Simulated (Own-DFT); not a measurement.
# Computed records: Hf31O64 (monoclinic hafnia with one vacancy, atoms displaced)

All values are calculated (Own-DFT development build). A calculation, not a measurement: plane-wave density functional theory by an unreviewed code, no spin, of a simulated periodic cell, stress positive in tension, run twice, with PBE and with PBEsol, both on files made for PBE, so the change isn't that of files made for PBEsol, defect cell not probed for a lower state with spin; a neutral cation vacancy leaves holes that likely carry spin, which this run leaves out; hafnium file: forces about 75 meV/angstrom off all-electron values; oxygen file: force components 24 meV/angstrom off all-electron in one glass; forces on such cells passed a denser k mesh, this cell's mesh not checked; the far tail of each file's local potential was reset to the Coulomb form; each entry is a single point on an unrelaxed cell, so the pressure reflects the starting lattice, mostly measured values (interpolated for alloys), from which strain is counted, and rises with the displacements; printed positions are rounded, which can move forces by about a meV/angstrom; the program, named Own-DFT, is a retired in-house code; no spin-orbit coupling; stress was not checked against mesh or cutoff.

Settings shared by all entries: functional PBE, then PBEsol; potential files PseudoDojo norm-conserving, scalar-relativistic, standard set; wave cutoff 72 hartree; occupations Fermi-Dirac; smearing width 0.1 eV; k mesh 2 x 2 x 2 centred on Gamma.

(1) Hf31O64 (monoclinic hafnia with one vacancy, atoms displaced)

```xyz
95
Lattice="10.2340 0.0000 0.0000 0.0000 10.3500 0.0000 -1.6955 0.0000 10.4453" Properties=species:S:1:pos:R:3 Hf31O64
Hf     1.2187     0.2204     1.1199
Hf     3.0061     4.9477     4.1452
Hf     0.8381     2.3484     3.6822
O      0.0732     1.7390     1.7990
O      4.5889     4.3183     0.8048
O      4.1964     3.5064     3.4555
O     -0.3466     0.8862     4.3965
O      1.8655     3.9040     2.4947
O      2.8393     1.3682     0.1129
O      2.3763     1.2625     2.7201
O      1.4589     3.8166     5.1554
Hf     0.3554     0.1815     6.2984
Hf     2.6236     2.7883     6.7302
Hf     2.2330     4.9807     9.3502
Hf     0.0111     2.3498     8.9027
O     -0.7757     1.7882     7.0826
O      3.7863     4.3416     6.0679
O      3.2852     3.4433     8.6824
O     -1.1673     0.8791     9.6224
O      1.0298     3.9165     7.6870
O      1.9815     1.3525     5.3423
O      1.5419     1.2915     7.9787
O      0.6254     3.8767    10.3838
Hf     1.2112     5.4133     1.0494
Hf     3.4344     7.9624     1.5289
Hf     3.0312    10.1311     4.1540
Hf     0.7980     7.5111     3.6862
O      0.0814     6.8563     1.8450
O      4.5998     9.4689     0.7577
O      4.1724     8.5865     3.4243
O     -0.3002     6.0298     4.4282
O      1.9280     9.1285     2.5024
O      2.8231     6.5680     0.0541
O      2.3976     6.3787     2.7628
O      1.4915     8.9980     5.0595
Hf     0.4090     5.4032     6.2790
Hf     2.6159     8.0058     6.7336
Hf     2.2172    10.1373     9.3852
Hf    -0.0179     7.6049     8.8905
O     -0.7153     6.9048     6.9917
O      3.7757     9.5020     6.0366
O      3.3498     8.6137     8.6788
O     -1.2082     6.0499     9.6089
O      0.9971     9.0497     7.6848
O      1.9390     6.5104     5.3450
O      1.5321     6.4041     7.9465
O      0.5986     8.9594    10.3344
Hf     6.3538     0.1867     1.1019
Hf     8.5605     2.8183     1.5269
Hf     8.1575     4.9682     4.1924
Hf     5.9159     2.3907     3.7502
O      5.2222     1.7005     1.8250
O      9.7393     4.3088     0.8093
O      9.3037     3.3847     3.4215
O      4.7765     0.8952     4.4574
O      6.9726     3.9480     2.4983
O      7.9147     1.3715     0.0892
O      7.5088     1.2711     2.7662
O      6.5558     3.7633     5.0778
Hf     5.4463     0.2140     6.2990
Hf     7.7103     2.8129     6.7677
Hf     7.3319     4.9621     9.3519
Hf     5.0844     2.3229     8.8999
O      4.3791     1.6767     7.0006
O      8.8551     4.3143     6.0676
O      8.4470     3.4547     8.6483
O      3.9732     0.8881     9.6202
O      6.1805     3.9060     7.7265
O      6.9810     1.3553     5.3115
O      6.6280     1.2556     7.9459
O      5.7338     3.8739    10.3514
Hf     6.3673     5.3706     1.0704
Hf     8.5473     7.9873     1.5023
Hf     8.1680    10.1230     4.1480
Hf     5.9711     7.5770     3.6940
O      5.2319     6.8863     1.8586
O      9.7390     9.4343     0.8497
O      9.3701     8.5814     3.4242
O      4.7500     6.0529     4.4588
O      6.9805     9.0569     2.4717
O      7.9384     6.4805     0.0668
O      7.5033     6.4230     2.7288
O      6.5883     9.0231     5.1506
Hf     5.4999     5.3612     6.3054
Hf     7.7549     8.0139     6.7521
Hf     7.2739    10.0509     9.3612
Hf     5.0888     7.4983     8.9279
O      4.3652     6.8544     6.9830
O      8.8527     9.5537     6.0448
O      8.4932     8.6781     8.6143
O      3.8889     5.9992     9.6862
O      6.1487     9.1484     7.7412
O      7.0651     6.5650     5.3519
O      6.6730     6.4373     7.8852
O      5.6953     9.0272    10.3560
```

- PBE pressure: 4.05 GPa
- PBE stress xx: -3.87 GPa
- PBE stress yy: -4.32 GPa
- PBE stress zz: -3.96 GPa
- PBE stress yz: -0.17 GPa
- PBE stress xz: 0.19 GPa
- PBE stress xy: -0.31 GPa
- PBEsol pressure: -2.28 GPa
- PBEsol stress xx: 2.47 GPa
- PBEsol stress yy: 1.96 GPa
- PBEsol stress zz: 2.4 GPa
- PBEsol stress yz: -0.18 GPa
- PBEsol stress xz: 0.52 GPa
- PBEsol stress xy: -0.32 GPa
- rms change of force components from PBE to PBEsol: 0.046 eV/Å

Force:
```csv
force element,PBE force x (eV/Å),PBE force y (eV/Å),PBE force z (eV/Å),PBEsol force x (eV/Å),PBEsol force y (eV/Å),PBEsol force z (eV/Å)
Hf,1.738,1.85,-0.246,1.712,1.858,-0.254
Hf,0.348,-0.526,-1.043,0.342,-0.564,-1.003
Hf,1.523,0.841,-1.077,1.505,0.774,-1.089
O,-0.628,-0.385,-0.267,-0.606,-0.364,-0.204
O,0.909,0.671,0.077,0.977,0.807,-0.062
O,0.408,0.183,0.806,0.426,0.22,0.868
O,-0.697,-1.152,0.696,-0.681,-1.15,0.729
O,-0.971,0.763,0.849,-0.981,0.799,0.891
O,-0.844,-1.542,-0.756,-0.943,-1.609,-0.845
O,-0.703,-1.322,0.873,-0.839,-1.367,0.917
O,0.099,0.171,-0.43,0.166,0.177,-0.408
Hf,0.568,1.562,0.174,0.549,1.566,0.139
Hf,-0.485,0.439,0.523,-0.506,0.478,0.53
Hf,-2.088,-1.369,0.972,-2.035,-1.383,0.999
Hf,0.228,1.265,1.987,0.235,1.171,1.916
O,0.273,-1.372,-1.33,0.273,-1.322,-1.235
O,-0.412,-0.764,0.161,-0.401,-0.734,0.107
O,1.412,-0.916,-0.789,1.365,-0.896,-0.828
O,-0.934,-0.995,0.293,-0.898,-0.979,0.329
O,0.014,-0.005,0.088,0.078,-0.017,0.066
O,-0.304,-0.746,0.264,-0.35,-0.727,0.26
O,0.455,-1.1,-0.805,0.381,-1.05,-0.783
O,-0.665,0.566,-1.556,-0.633,0.619,-1.592
Hf,1.733,-1.889,0.474,1.686,-1.825,0.443
Hf,0.34,-0.254,0.096,0.316,-0.194,0.111
Hf,0.105,1.048,-1.642,0.074,0.98,-1.59
Hf,1.226,0.103,-0.024,1.189,0.045,-0.044
O,-0.89,0.698,-0.496,-0.852,0.7,-0.431
O,0.616,-0.065,0.699,0.592,-0.046,0.622
O,0.543,0.295,0.307,0.522,0.274,0.246
O,-1.29,-0.744,-0.3,-1.246,-0.732,-0.236
O,-0.332,-0.625,-0.183,-0.253,-0.616,-0.184
O,-0.197,-0.312,0.654,-0.255,-0.291,0.636
O,-0.109,0.865,-0.815,-0.169,0.854,-0.784
O,-0.427,0.387,0.903,-0.348,0.384,0.885
Hf,0.313,-0.773,1.282,0.324,-0.699,1.23
Hf,0.028,-1.236,0.05,0.01,-1.169,0.064
Hf,-0.7,1.17,0.34,-0.69,1.107,0.379
Hf,0.513,-1.606,0.441,0.529,-1.605,0.412
O,-1.249,0.964,-0.069,-1.209,0.954,-0.018
O,-0.559,-0.606,0.256,-0.554,-0.576,0.198
O,0.326,-0.453,-0.638,0.314,-0.452,-0.669
O,0.124,0.467,-0.053,0.121,0.433,0.003
O,0.484,0.762,-0.134,0.519,0.721,-0.137
O,0.475,0.378,0.225,0.393,0.365,0.223
O,0.275,0.656,-0.38,0.2,0.652,-0.372
O,0.06,1.084,0.038,0.126,1.043,0.031
Hf,-0.758,1.681,-0.041,-0.743,1.701,-0.06
Hf,-0.033,-0.077,-0.033,-0.032,-0.03,-0.005
Hf,-0.001,-0.573,-0.985,-0.005,-0.608,-0.938
Hf,-0.998,-0.328,-2.284,-0.956,-0.368,-2.234
O,0.793,-0.478,0.028,0.947,-0.551,0.101
O,0.055,0.25,-0.057,0.042,0.261,-0.11
O,-0.538,1.139,0.522,-0.538,1.096,0.447
O,-1.259,-0.775,-0.497,-1.213,-0.771,-0.415
O,0.535,-0.218,0.342,0.59,-0.216,0.329
O,0.261,-0.671,0.454,0.182,-0.655,0.437
O,0.119,-0.584,-0.296,0.064,-0.563,-0.277
O,0.576,1.925,1.081,0.624,1.874,1.052
Hf,1.987,-0.013,0.079,1.943,0.054,0.049
Hf,-0.051,-0.725,0.014,-0.057,-0.65,0.05
Hf,-0.287,-0.549,-0.24,-0.278,-0.585,-0.205
Hf,0.366,1.474,0.722,0.38,1.369,0.688
O,-1.522,1.516,0.595,-1.469,1.48,0.626
O,0.234,0.594,-0.482,0.214,0.585,-0.529
O,0.462,-0.125,0.21,0.425,-0.124,0.144
O,-1.196,-1.401,0.218,-1.155,-1.375,0.253
O,-0.499,0.342,-0.146,-0.411,0.325,-0.153
O,1.366,-0.543,0.66,1.257,-0.526,0.637
O,0.586,-0.46,0.228,0.494,-0.438,0.226
O,-0.059,-0.37,-0.51,0.01,-0.347,-0.485
Hf,-0.687,-0.927,1.023,-0.685,-0.884,0.965
Hf,0.432,-1.246,0.683,0.413,-1.165,0.695
Hf,-0.284,0.719,-0.436,-0.276,0.673,-0.391
Hf,-1.003,-0.985,0.558,-0.972,-1.013,0.513
O,-0.785,0.321,-0.722,-0.75,0.336,-0.651
O,-0.069,0.348,-0.629,-0.093,0.338,-0.659
O,-1.468,1.07,0.13,-1.436,1.027,0.074
O,0.237,0.153,-0.453,0.245,0.13,-0.387
O,0.475,0.365,0.537,0.522,0.337,0.515
O,-0.031,0.977,0.271,-0.098,0.95,0.258
O,0.576,0.141,0.157,0.494,0.153,0.157
O,0.218,0.035,-0.572,0.287,0.033,-0.558
Hf,0.606,0.341,-0.294,0.577,0.395,-0.312
Hf,-0.744,-1.002,-0.132,-0.743,-0.936,-0.112
Hf,0.275,2.415,0.035,0.258,2.313,0.04
Hf,-0.279,0.096,-0.626,-0.265,0.05,-0.628
O,-0.873,1.104,1.029,-0.838,1.078,1.048
O,0.461,0.003,-0.003,0.454,0.009,-0.057
O,0.077,-0.45,0.016,0.06,-0.453,-0.032
O,1.251,1.468,-0.874,1.233,1.418,-0.808
O,0.076,-1.086,0.361,0.149,-1.059,0.36
O,0.473,-0.674,-0.461,0.403,-0.656,-0.45
O,-0.066,0.113,0.806,-0.134,0.115,0.789
O,0.341,-0.764,-0.475,0.403,-0.741,-0.464
```

(2) Hf31O64 (monoclinic hafnia with one vacancy, atoms displaced)

```xyz
95
Lattice="10.2340 0.0000 0.0000 0.0000 10.3500 0.0000 -1.6955 0.0000 10.4453" Properties=species:S:1:pos:R:3 Hf31O64
Hf     1.2419     0.1896     1.0803
Hf     3.4695     2.8263     1.4919
Hf     3.0304     5.0332     4.1832
Hf     0.7435     2.3147     3.7147
O      0.0915     1.6914     1.8726
O      4.5891     4.3432     0.7531
O      4.1556     3.4808     3.4020
O     -0.3948     0.8603     4.4153
O      1.9355     3.9378     2.5310
O      2.7887     1.3124     0.0905
O      2.3424     1.2136     2.7916
O      1.4639     3.8348     5.1274
Hf     0.4107     0.2167     6.3078
Hf     2.5956     2.7673     6.7054
Hf     2.2249     4.9314     9.3787
Hf    -0.0904     2.3800     8.9177
O     -0.7596     1.7545     7.0152
O      3.8218     4.2925     6.0453
O      3.3513     3.4780     8.6769
O     -1.1428     0.8810     9.6346
O      1.0410     3.8855     7.6959
O      1.9743     1.2924     5.2925
O      1.5338     1.2706     8.0355
O      0.6260     3.8255    10.3216
Hf     1.2716     5.3873     1.0444
Hf     3.4967     7.9829     1.5072
Hf     3.0563    10.1461     4.1505
Hf     0.8304     7.5657     3.7280
O      0.0765     6.8993     1.8048
O      4.5786     9.4810     0.7954
O      4.1805     8.6309     3.3927
O     -0.3382     6.0564     4.4079
O      1.8632     9.0735     2.5099
O      2.7942     6.4725     0.0962
O      2.3942     6.4372     2.7223
O      1.4954     9.0313     5.1110
Hf     0.3832     5.3875     6.2978
Hf     2.6044     7.9743     6.7393
Hf     2.1555    10.1863     9.3564
Hf    -0.0260     7.5703     8.8950
O     -0.7185     6.9084     7.0300
O      3.7106     9.4696     6.0154
O      3.3913     8.6727     8.6019
O     -1.1806     6.0352     9.6212
O      1.0616     9.1297     7.7525
O      1.9339     6.4920     5.3612
O      1.4568     6.4820     7.9686
O      0.6425     9.0418    10.3429
Hf     6.3640     0.2637     1.0783
Hf     8.6111     2.8245     1.5372
Hf     8.1997     4.9475     4.0821
Hf     5.9488     2.4302     3.7112
O      5.1682     1.7442     1.7890
O      9.7051     4.3019     0.8052
O      9.3560     3.4827     3.4165
O      4.7243     0.8770     4.3922
O      6.9777     3.9001     2.5179
O      7.8921     1.3219     0.1517
O      7.5208     1.2889     2.7665
O      6.5980     3.8522     5.1224
Hf     5.4532     0.2047     6.3252
Hf     7.7340     2.8127     6.7732
Hf     7.3230     4.9673     9.3563
Hf     5.0871     2.3890     8.9051
O      4.3621     1.7189     6.9842
O      8.8495     4.3225     6.0291
O      8.4665     3.4934     8.6159
O      3.9986     0.8555     9.6569
O      6.1340     3.9475     7.6864
O      7.0609     1.3167     5.3258
O      6.6513     1.2325     7.9749
O      5.7113     3.8527    10.3320
Hf     6.3662     5.3599     1.1091
Hf     8.5774     7.9643     1.5155
Hf     8.1536    10.1366     4.1324
Hf     5.9093     7.5351     3.7182
O      5.2143     6.8507     1.7969
O      9.7324     9.4953     0.8238
O      9.2366     8.6320     3.3756
O      4.7813     6.0891     4.4008
O      7.0071     9.1338     2.5666
O      7.9228     6.5228     0.0775
O      7.4488     6.4495     2.7365
O      6.5836     8.9880     5.1404
Hf     5.5051     5.4037     6.3058
Hf     7.2598    10.1726     9.3465
Hf     5.1126     7.5678     8.8965
O      4.3783     6.8722     7.0344
O      8.8999     9.5243     5.9603
O      8.4263     8.6648     8.6298
O      3.9008     6.0365     9.7125
O      6.1642     9.1262     7.7084
O      7.0741     6.5034     5.3075
O      6.6250     6.4441     7.9214
O      5.7161     9.0012    10.3370
```

- PBE pressure: 4.27 GPa
- PBE stress xx: -4.53 GPa
- PBE stress yy: -4.21 GPa
- PBE stress zz: -4.06 GPa
- PBE stress yz: 0.12 GPa
- PBE stress xz: -0.03 GPa
- PBE stress xy: -0.13 GPa
- PBEsol pressure: -2.06 GPa
- PBEsol stress xx: 1.81 GPa
- PBEsol stress yy: 2.07 GPa
- PBEsol stress zz: 2.29 GPa
- PBEsol stress yz: 0.13 GPa
- PBEsol stress xz: 0.31 GPa
- PBEsol stress xy: -0.15 GPa
- rms change of force components from PBE to PBEsol: 0.046 eV/Å

Force:
```csv
force element,PBE force x (eV/Å),PBE force y (eV/Å),PBE force z (eV/Å),PBEsol force x (eV/Å),PBEsol force y (eV/Å),PBEsol force z (eV/Å)
Hf,0.448,-0.163,0.656,0.447,-0.126,0.617
Hf,-0.667,-0.267,1.003,-0.647,-0.198,1.006
Hf,-0.048,-1.399,-0.977,-0.053,-1.41,-0.939
Hf,2.095,0.717,0.037,2.045,0.633,0.003
O,-0.872,0.308,-0.949,-0.843,0.321,-0.862
O,0.459,-0.621,1.202,0.431,-0.596,1.111
O,0.987,-0.106,0.254,0.955,-0.12,0.193
O,0.582,0.281,0.249,0.587,0.273,0.279
O,-0.666,0.116,-0.684,-0.574,0.119,-0.68
O,0.364,0.504,0.799,0.296,0.476,0.766
O,0.171,0.455,-1.057,0.096,0.435,-1.013
O,0.123,-0.249,-0.128,0.185,-0.236,-0.114
Hf,-1.053,-0.9,0.211,-1.05,-0.857,0.162
Hf,0.092,0.87,0.398,0.078,0.906,0.406
Hf,-0.747,1.064,-0.827,-0.714,0.988,-0.751
Hf,1.305,0.412,0.045,1.287,0.347,0.016
O,0.035,-0.219,-0.161,0.039,-0.193,-0.095
O,-0.845,-0.306,-0.166,-0.838,-0.285,-0.211
O,0.681,-1.148,-0.822,0.66,-1.127,-0.837
O,-1.514,-0.678,0.095,-1.452,-0.661,0.14
O,0.131,0.419,-0.022,0.186,0.397,-0.031
O,-0.416,0.634,1.197,-0.464,0.612,1.167
O,0.147,0.51,-1.462,0.082,0.496,-1.414
O,-0.423,-0.045,0.061,-0.345,-0.034,0.067
Hf,-0.13,0.163,1.053,-0.107,0.213,0.998
Hf,-0.463,-0.443,0.22,-0.453,-0.375,0.247
Hf,-0.367,-0.323,-1.166,-0.368,-0.348,-1.11
Hf,-0.665,0.312,-0.871,-0.625,0.257,-0.881
O,-0.022,-0.228,-0.132,-0.016,-0.203,-0.082
O,1.161,0.714,0.042,1.109,0.702,-0.006
O,0.294,-0.233,0.077,0.27,-0.246,0.021
O,-0.153,-0.324,-0.185,-0.136,-0.334,-0.135
O,0.037,-0.025,-0.326,0.094,-0.031,-0.32
O,0.215,0.644,0.33,0.142,0.613,0.331
O,-0.135,0.131,0.278,-0.195,0.132,0.282
O,-0.79,-0.437,0.164,-0.703,-0.423,0.162
Hf,-0.896,-0.163,0.61,-0.873,-0.091,0.583
Hf,0.341,-0.075,0.783,0.329,-0.01,0.787
Hf,0.865,-0.904,0.333,0.813,-0.927,0.345
Hf,-1.709,0.321,-0.272,-1.653,0.252,-0.309
O,0.48,-0.087,-0.007,0.65,-0.166,0.086
O,1.012,0.415,0.392,0.969,0.419,0.335
O,-0.343,0.032,0.059,-0.351,0.012,0.004
O,-0.348,-0.159,0.131,-0.332,-0.179,0.188
O,-0.048,0.062,-0.398,0.023,0.057,-0.384
O,0.509,0.327,-0.145,0.437,0.311,-0.152
O,1.189,-0.694,-0.326,1.085,-0.656,-0.325
O,-0.473,-0.404,-0.257,-0.391,-0.37,-0.248
Hf,-0.345,-1.033,1.076,-0.321,-0.947,1.011
Hf,-0.741,-1.004,-0.108,-0.732,-0.935,-0.073
Hf,-1.099,1.614,1.574,-1.095,1.541,1.576
Hf,-0.715,-0.833,0.262,-0.673,-0.848,0.231
O,0.234,0.006,0.037,0.235,0.022,0.076
O,0.867,0.41,0.018,0.827,0.405,-0.031
O,-0.161,-0.241,-0.368,-0.171,-0.258,-0.411
O,0.671,0.284,0.183,0.645,0.256,0.231
O,0.524,0.113,-0.243,0.573,0.1,-0.232
O,0.979,0.743,-0.092,0.88,0.713,-0.089
O,-0.243,0.44,-0.595,-0.3,0.439,-0.578
O,-0.006,-0.251,-0.496,0.056,-0.254,-0.491
Hf,1.918,-1.534,-0.473,1.882,-1.46,-0.475
Hf,-0.68,-0.136,-1.085,-0.663,-0.074,-1.039
Hf,-1.009,1.524,-0.921,-1.001,1.456,-0.883
Hf,-0.098,0.288,0.204,-0.089,0.235,0.185
O,-0.824,0.706,0.62,-0.798,0.697,0.65
O,0.69,0.106,-0.182,0.665,0.107,-0.229
O,0.119,-0.416,0.211,0.11,-0.426,0.154
O,-1.121,-0.021,-0.675,-1.077,-0.026,-0.597
O,0.289,-0.752,0.684,0.345,-0.746,0.659
O,-0.275,0.572,0.556,-0.329,0.564,0.536
O,-0.041,1.061,-0.271,-0.105,1.039,-0.253
O,0.226,-0.393,-0.062,0.276,-0.377,-0.061
Hf,0.011,0.785,-0.655,0.008,0.826,-0.678
Hf,-0.425,0.167,0.132,-0.412,0.216,0.161
Hf,-1.427,-1.026,0.974,-1.4,-1.05,0.99
Hf,1.651,1.193,0.589,1.637,1.11,0.566
O,-0.862,0.642,0.065,-0.832,0.634,0.106
O,0.173,0.14,-0.338,0.168,0.147,-0.368
O,1.894,-0.736,0.353,1.833,-0.729,0.286
O,-1.271,-1.069,0.371,-1.242,-1.054,0.404
O,-0.6,0.039,-1.199,-0.511,0.034,-1.168
O,0.146,-0.44,0.618,0.08,-0.435,0.609
O,0.855,-0.658,-0.449,0.771,-0.642,-0.44
O,-0.976,0.781,-0.978,-0.942,0.817,-1.05
Hf,1.999,1.108,0.409,1.967,1.127,0.392
Hf,0.451,-1.61,-0.652,0.419,-1.636,-0.631
Hf,0.926,-0.377,-0.595,0.933,-0.411,-0.614
O,-1.856,0.733,-0.16,-1.798,0.73,-0.114
O,1.184,0.453,0.547,1.243,0.602,0.395
O,0.665,0.465,1.037,0.674,0.499,1.083
O,0.076,0.557,-0.853,0.073,0.498,-0.769
O,-1.095,0.408,0.992,-1.104,0.464,1.032
O,-0.539,-0.872,-0.701,-0.664,-0.949,-0.782
O,-0.218,-1.274,1.014,-0.362,-1.315,1.055
O,0.147,0.528,0.283,0.209,0.526,0.27
```
